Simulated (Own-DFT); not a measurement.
# Computed records: Si2SnGe5 (diamond-structure random alloy, strained, atoms displaced)

A calculation, not a measurement: plane-wave density functional theory by an unreviewed code, no spin, of a simulated periodic cell, stress positive in tension, run twice, with PBE and with PBEsol, both on files made for PBE, so the change isn't that of files made for PBEsol, forces on such cells moved up to 12 meV/angstrom on a denser k mesh; the far tail of each file's local potential was reset to the Coulomb form; each entry is a single point on an unrelaxed cell, so the pressure reflects the starting lattice, mostly measured values (interpolated for alloys), from which strain is counted, and rises with the displacements; printed positions are rounded, which can move forces by about a meV/angstrom; the program, named Own-DFT, is a retired in-house code; no spin-orbit coupling; stress was not checked against mesh or cutoff. Program: Own-DFT development build.

Common to all runs: functional PBE, then PBEsol; potential files PseudoDojo norm-conserving, scalar-relativistic, standard set; wave cutoff 49 hartree; occupations Fermi-Dirac; smearing width 0.1 eV; k mesh 3 x 3 x 3 centred on Gamma.

(1) 
```xyz
64
Lattice="11.0679 0.0000 0.0000 0.0000 11.0679 0.0000 0.0000 0.0000 11.4103" Properties=species:S:1:pos:R:3:PBE_force_x:R:1:PBE_force_y:R:1:PBE_force_z:R:1:PBEsol_force_x:R:1:PBEsol_force_y:R:1:PBEsol_force_z:R:1 formula=Si2SnGe5 PBE_pressure=10.42 PBE_stress_xx=-11.07 PBE_stress_yy=-11.15 PBE_stress_zz=-9.05 PBE_stress_yz=0.17 PBE_stress_xz=1.07 PBE_stress_xy=-0.79 PBEsol_pressure=7.48 PBEsol_stress_xx=-8.12 PBEsol_stress_yy=-8.19 PBEsol_stress_zz=-6.11 PBEsol_stress_yz=0.18 PBEsol_stress_xz=1.02 PBEsol_stress_xy=-0.77 rms_change_of_force_components_from_PBE_to_PBEsol=0.056
Si    11.0226    11.0374     0.0229     -0.062      0.934     -0.004     -0.064      0.908     -0.002
Ge     0.0698     2.6866     2.8456     -0.785      1.225      0.204     -0.745      1.185      0.203
Ge     2.7546    11.0543     2.8224     -0.904     -0.613     -0.954     -0.875     -0.595     -0.915
Sn     2.6314     2.7323    11.3987      2.007      0.631     -0.307      1.906      0.665     -0.239
Ge     1.3734     1.4170     1.4183     -1.873      -3.32       1.22     -1.798     -3.181      1.229
Ge     1.4411     4.1209     4.2156     -0.905     -0.149      1.262     -0.834     -0.175      1.174
Sn     4.1278     1.4081     4.2442      0.588      -0.71     -0.538      0.574     -0.689     -0.528
Ge     4.1269     4.1434     1.3913      1.189      0.392      0.222      1.148      0.386      0.231
Ge    10.9928     0.0659     5.6312      1.359     -0.144      1.493      1.287     -0.171      1.405
Si    11.0336     2.8407     8.5923      0.682     -0.828      -1.08      0.632     -0.777     -1.024
Si     2.7697    11.0668     8.5948      0.445      0.697     -0.289      0.398      0.646     -0.228
Ge     2.8497     2.7599     5.6883     -3.501     -0.246      0.495     -3.366     -0.208      0.436
Si     1.4201     1.3654     7.1276     -0.528      0.467      0.547     -0.525      0.468      0.461
Ge     1.3851     4.1464     9.9770     -1.847      1.373     -1.468     -1.805      1.331     -1.341
Si     4.1520     1.4400    10.0697      0.784     -1.597      -1.99      0.763     -1.577     -1.871
Sn     4.1270     4.1563     7.1167      0.416       1.12      1.419        0.4      1.088      1.281
Ge    11.0480     5.5289    11.3902     -0.029      0.729     -0.149      0.007      0.669     -0.105
Ge     0.0878     8.3042     2.8482     -1.191       0.83      0.777     -1.155      0.797       0.74
Ge     2.7437     5.4226     2.7935      0.152       1.66     -0.053      0.156      1.595     -0.041
Ge     2.7224     8.2154     0.0030      0.821      1.323     -0.233      0.789      1.273     -0.213
Ge     1.3432     6.9947     1.4240      0.308      -1.83     -0.114      0.303     -1.767     -0.114
Ge     1.3786     9.7924     4.3160     -0.171     -0.731     -0.491     -0.171     -0.719     -0.486
Ge     4.1259     6.8748     4.2458     -0.143      0.537     -0.412     -0.143      0.515     -0.403
Ge     4.1689     9.6524     1.4976     -1.431      0.659     -1.759     -1.374       0.64     -1.694
Si     0.0573     5.4787     5.7558     -0.756      -0.18     -1.845     -0.746     -0.183     -1.806
Ge    11.0534     8.2921     8.5943     -0.626      1.515       0.29     -0.564      1.504      0.242
Si     2.7085     5.5177     8.6563      1.105     -0.233      0.927      1.084     -0.229      0.923
Ge     2.6588     8.2824     5.7003      2.729       2.13     -1.419      2.623      2.046     -1.407
Sn     1.4487     6.9177     7.1786     -1.213      -0.95      0.606      -1.19     -0.828      0.574
Ge     1.3603     9.7678    10.0482      0.218     -0.541     -0.342      0.212     -0.599     -0.336
Ge     4.1438     6.8733     9.9945     -0.024     -0.084     -0.365     -0.022     -0.088     -0.274
Si     4.1270     9.7924     7.0938       -0.2     -1.729      1.128     -0.179     -1.699      1.027
Ge     5.5064    11.0619     0.0153     -1.402     -0.804     -0.986     -1.321     -0.816     -0.919
Ge     5.5359     2.7348     2.7857     -0.118      3.157      1.187     -0.154      3.037      1.117
Si     8.2832     0.0655     2.7640       1.72      -1.87      2.617      1.691     -1.844      2.571
Sn     8.3616     2.7763     0.0681      0.568      1.328     -3.361      0.594      1.258     -3.234
Sn     6.9208     1.4060     1.4059     -1.591     -2.069      0.859     -1.612     -1.966      0.794
Si     6.9298     4.1818     4.2966     -0.194      -1.23     -0.237     -0.234     -1.157      -0.28
Ge     9.7342     1.4678     4.3343     -1.625     -0.214     -1.593     -1.493     -0.231     -1.557
Ge     9.6978     4.1419     1.4014      1.727       1.83       2.64      1.682      1.771      2.552
Ge     5.4860    11.0290     5.6635      1.067     -0.134      1.482      1.075     -0.101      1.391
Si     5.4739     2.8139     8.6412      1.013     -1.431      0.484      0.983     -1.415      0.384
Sn     8.3951     0.0258     8.5629     -1.826     -1.234     -0.899     -1.782     -1.193     -0.877
Si     8.2952     2.7701     5.6404     -0.512      0.668       0.82     -0.452      0.604      0.848
Ge     6.8894     1.4075     7.1450     -0.876      1.059     -0.848     -0.842      0.967     -0.827
Si     6.8805     4.0750     9.9865     -0.077      1.338     -0.978     -0.063      1.328     -0.871
Ge     9.6740     1.4114     9.9306      3.286      0.712      1.366      3.131      0.684      1.334
Ge     9.7076     4.1862     7.0969     -0.803     -0.461      0.393     -0.782     -0.449      0.388
Ge     5.5779     5.5237    11.3908     -1.769     -2.118     -1.725     -1.761     -2.017     -1.638
Ge     5.5074     8.3403     2.7434      0.158     -0.426      2.693      0.137     -0.401      2.606
Ge     8.2340     5.5113     2.9162       0.85     -0.396     -0.322      0.871      -0.34      -0.35
Ge     8.2901     8.2842     0.0044      2.308      1.454      -3.07       2.21      1.446      -2.94
Sn     6.9086     6.9472     1.2861       0.13      -0.86      2.651      0.118     -0.829      2.574
Ge     6.8879     9.6953     4.3041      0.932     -0.128     -1.042      0.871     -0.135      -0.98
Ge     9.6697     6.9028     4.2437      1.083     -0.405      0.566      1.018     -0.359      0.522
Ge     9.6573     9.6444     1.3869      0.283      0.581      0.732      0.265      0.499        0.7
Ge     5.5801     5.5383     5.6576      0.442      0.699     -0.599      0.389      0.723     -0.546
Si     5.5732     8.1962     8.6059     -0.894      1.158     -1.107     -0.846      1.104     -1.056
Si     8.2690     5.5272     8.5945     -0.112      -0.22     -0.333     -0.119      -0.22     -0.407
Ge     8.3883     8.3294     5.7051     -1.056     -0.494     -0.738     -1.029     -0.478     -0.712
Ge     6.9360     6.9294     7.0702      0.402      -0.05       0.96      0.397     -0.055      0.863
Ge     6.8437     9.6879     9.9823     -0.064     -0.953      0.257     -0.022     -0.894      0.302
Si     9.7256     6.8869     9.8781     -1.131     -0.095      0.997     -1.058     -0.045      1.015
Ge     9.6896     9.7017     7.0279      1.464     -0.727      0.353      1.413     -0.704      0.332
```

Units: PBE_pressure, PBE_stress_xx, PBE_stress_yy, PBE_stress_zz, PBE_stress_yz, PBE_stress_xz, PBE_stress_xy, PBEsol_pressure, PBEsol_stress_xx, PBEsol_stress_yy, PBEsol_stress_zz, PBEsol_stress_yz, PBEsol_stress_xz, PBEsol_stress_xy in GPa; rms_change_of_force_components_from_PBE_to_PBEsol, PBE_force_x, PBE_force_y, PBE_force_z, PBEsol_force_x, PBEsol_force_y, PBEsol_force_z in eV/Å.

(2) 
```xyz
64
Lattice="11.0679 0.0000 0.0000 0.0000 11.0679 0.0000 0.0000 0.0000 11.4103" Properties=species:S:1:pos:R:3:PBE_force_x:R:1:PBE_force_y:R:1:PBE_force_z:R:1:PBEsol_force_x:R:1:PBEsol_force_y:R:1:PBEsol_force_z:R:1 formula=Si2SnGe5 PBE_pressure=9.91 PBE_stress_xx=-10.55 PBE_stress_yy=-10.6 PBE_stress_zz=-8.58 PBE_stress_yz=-0.2 PBE_stress_xz=-0.38 PBE_stress_xy=-0.3 PBEsol_pressure=6.99 PBEsol_stress_xx=-7.62 PBEsol_stress_yy=-7.67 PBEsol_stress_zz=-5.66 PBEsol_stress_yz=-0.19 PBEsol_stress_xz=-0.37 PBEsol_stress_xy=-0.29 rms_change_of_force_components_from_PBE_to_PBEsol=0.051
Si    11.0673    11.0574     0.0278      -1.24     -0.932     -1.364     -1.221     -0.921     -1.345
Ge    11.0320     2.7908     2.8719     -1.095      0.854      0.462     -1.065      0.827      0.461
Ge     2.7376     0.0049     2.8641      2.779     -0.309      0.625      2.663      -0.33      0.577
Ge     2.7037     2.7599     0.0407      0.772      2.202     -0.583      0.789      2.104     -0.529
Sn     1.3513     1.3538     1.4403     -0.591      0.247      0.247     -0.521      0.292      0.293
Ge     1.4003     4.1100     4.2658     -1.393      2.168     -1.532     -1.389      2.071     -1.461
Si     4.1958     1.3880     4.3133      0.828       -1.1     -2.171      0.776     -1.124     -2.082
Ge     4.1437     4.1606     1.4705     -0.328     -0.256      0.108     -0.317     -0.249      0.027
Ge     0.0034     0.0069     5.7956     -1.712      1.232      0.147     -1.661      1.192      0.149
Si     0.0924     2.7669     8.5494     -0.833      1.039      1.114     -0.849      0.978       1.05
Si     2.7870     0.0437     8.5522     -1.483     -1.677     -1.392     -1.461     -1.643     -1.366
Sn     2.7655     2.7452     5.6274      0.196     -0.621      1.721      0.132     -0.545       1.72
Ge     1.3165     1.4017     7.1774      0.566      -0.87      0.512       0.55     -0.866      0.415
Si     1.4782     4.1661     9.9925     -1.301     -0.239     -0.008     -1.233     -0.202      0.033
Sn     4.1414     1.3629     9.9973      0.423      0.648     -0.099      0.423      0.637     -0.002
Ge     4.2007     4.1399     7.1003     -1.051     -1.226      3.122     -1.047     -1.155       2.99
Ge    11.0335     5.5152     0.0293      0.248      0.356     -1.179      0.229      0.339     -1.068
Ge    10.9814     8.3433     2.8358     -0.713     -1.491     -1.064     -0.697     -1.453     -1.033
Si     2.7598     5.5082     2.8609      0.124      0.634      0.434      0.083       0.58      0.389
Si     2.7908     8.2713     0.0058     -0.877      0.743      0.652     -0.858      0.727      0.644
Ge     1.3572     6.9245     1.4942      0.506     -0.016     -0.567       0.42      -0.01      -0.55
Sn     1.2927     9.6695     4.2815      1.043      0.067      0.748      0.965      0.108      0.681
Si     4.1730     6.9155     4.2617     -3.232      0.135        0.2     -3.107      0.134      0.194
Ge     4.1811     9.6034     1.4882     -1.835      2.184     -2.491     -1.753      2.142     -2.386
Ge     0.0292     5.6412     5.6213     -0.579     -1.633     -0.245     -0.558     -1.581     -0.233
Si     0.0571     8.2749     8.6858     -1.175     -0.458     -0.933     -1.111     -0.411     -0.941
Ge     2.7269     5.5472     8.5481      0.441     -0.438     -0.242      0.464     -0.392     -0.269
Si     2.7980     8.3554     5.7261      0.403     -1.881     -0.085      0.369     -1.812     -0.047
Ge     1.3467     6.8653     7.0536       0.83      1.867      1.253      0.798      1.746      1.205
Ge     1.3412     9.7295    10.0132      1.138     -0.301     -0.014      1.114      -0.29     -0.015
Ge     4.0812     6.8964    10.0609      0.379      0.319     -0.731      0.381      0.237      -0.72
Ge     4.1779     9.6628     7.0713     -0.489       0.03      1.443     -0.434       0.08      1.367
Ge     5.6256     0.0045    11.3928      0.162     -1.717       0.92      0.167     -1.651      0.898
Si     5.4996     2.7662     2.8496      0.248     -0.027      0.615      0.285      0.019      0.558
Ge     8.2521    11.0300     2.7822      0.194      0.517      0.147      0.221      0.541      0.108
Ge     8.3153     2.8476    11.3388      1.021     -2.275      1.655      0.994     -2.206      1.619
Ge     6.8634     1.4450     1.4017      0.596      0.291      0.185      0.612      0.233      0.132
Ge     6.9401     4.1898     4.2609      0.129     -1.425     -0.915      0.158     -1.356     -0.856
Ge     9.5995     1.4484     4.2559      0.496     -1.088      0.338      0.483     -1.043      0.326
Ge     9.6309     4.1421     1.3819      0.521      0.074      0.742      0.508      0.078      0.715
Ge     5.4902     0.0103     5.7023      0.752     -0.341       -0.9      0.738     -0.336     -0.793
Si     5.5802     2.7601     8.5615     -0.778     -0.438     -2.242     -0.765     -0.433     -2.204
Ge     8.2441     0.0391     8.6431      0.887      0.243     -1.621      0.862      0.223     -1.559
Ge     8.2443     2.7493     5.7247      0.708       1.06       0.02      0.679      1.016          0
Ge     6.8854     1.3804     7.0628     -0.241     -0.036      1.313     -0.209     -0.059      1.233
Sn     6.9232     4.1613     9.9491      0.134      0.832     -1.303      0.139      0.813     -1.163
Ge     9.7152     1.3603    10.0019      0.579      0.571     -0.111      0.484      0.557     -0.114
Ge     9.7017     4.2535     7.1837      0.258     -0.654     -0.329      0.253     -0.636     -0.383
Ge     5.5159     5.4816    11.4010     -0.999      1.135      1.171     -0.971      1.107      1.143
Sn     5.5423     8.2553     2.8385      0.689      0.162      1.586      0.677      0.162       1.44
Ge     8.3199     5.5391     2.8531     -0.397     -0.427     -0.823     -0.383     -0.412      -0.79
Ge     8.3057     8.2250     0.0534     -0.197      0.166     -0.949     -0.223      0.201     -0.876
Ge     6.8840     6.8970     1.4122      1.183     -1.579     -1.017      1.154     -1.526     -0.992
Si     6.9228     9.7193     4.2381      -0.02      1.114      0.634     -0.017      1.097      0.619
Ge     9.6481     6.8881     4.2201       1.11     -0.326     -0.875      1.086     -0.315      -0.85
Ge     9.6907     9.6505     1.3360     -0.177      0.635      0.262     -0.213      0.564      0.305
Sn     5.4639     5.5338     5.7049       0.99      0.576      -0.76      1.017      0.508     -0.682
Si     5.4763     8.2841     8.6122      0.184      0.208      0.066      0.186      0.201      0.063
Si     8.2872     5.6268     8.5238      0.518      0.333     -0.496      0.455       0.28     -0.553
Sn     8.3349     8.2712     5.7080     -1.291       0.53      0.039     -1.213      0.479      0.072
Ge     6.8336     6.9124     7.1861      0.293      0.665      1.479      0.285      0.637      1.367
Ge     7.0134     9.6532     9.9321     -1.328     -0.898      0.887     -1.257     -0.821      0.892
Si     9.5377     6.9010     9.9639      1.809      0.125      0.066      1.774      0.144      0.157
Ge     9.6840     9.6754     7.1582      1.215      0.716      2.128      1.163      0.725      2.023
```

Units: PBE_pressure, PBE_stress_xx, PBE_stress_yy, PBE_stress_zz, PBE_stress_yz, PBE_stress_xz, PBE_stress_xy, PBEsol_pressure, PBEsol_stress_xx, PBEsol_stress_yy, PBEsol_stress_zz, PBEsol_stress_yz, PBEsol_stress_xz, PBEsol_stress_xy in GPa; rms_change_of_force_components_from_PBE_to_PBEsol, PBE_force_x, PBE_force_y, PBE_force_z, PBEsol_force_x, PBEsol_force_y, PBEsol_force_z in eV/Å.
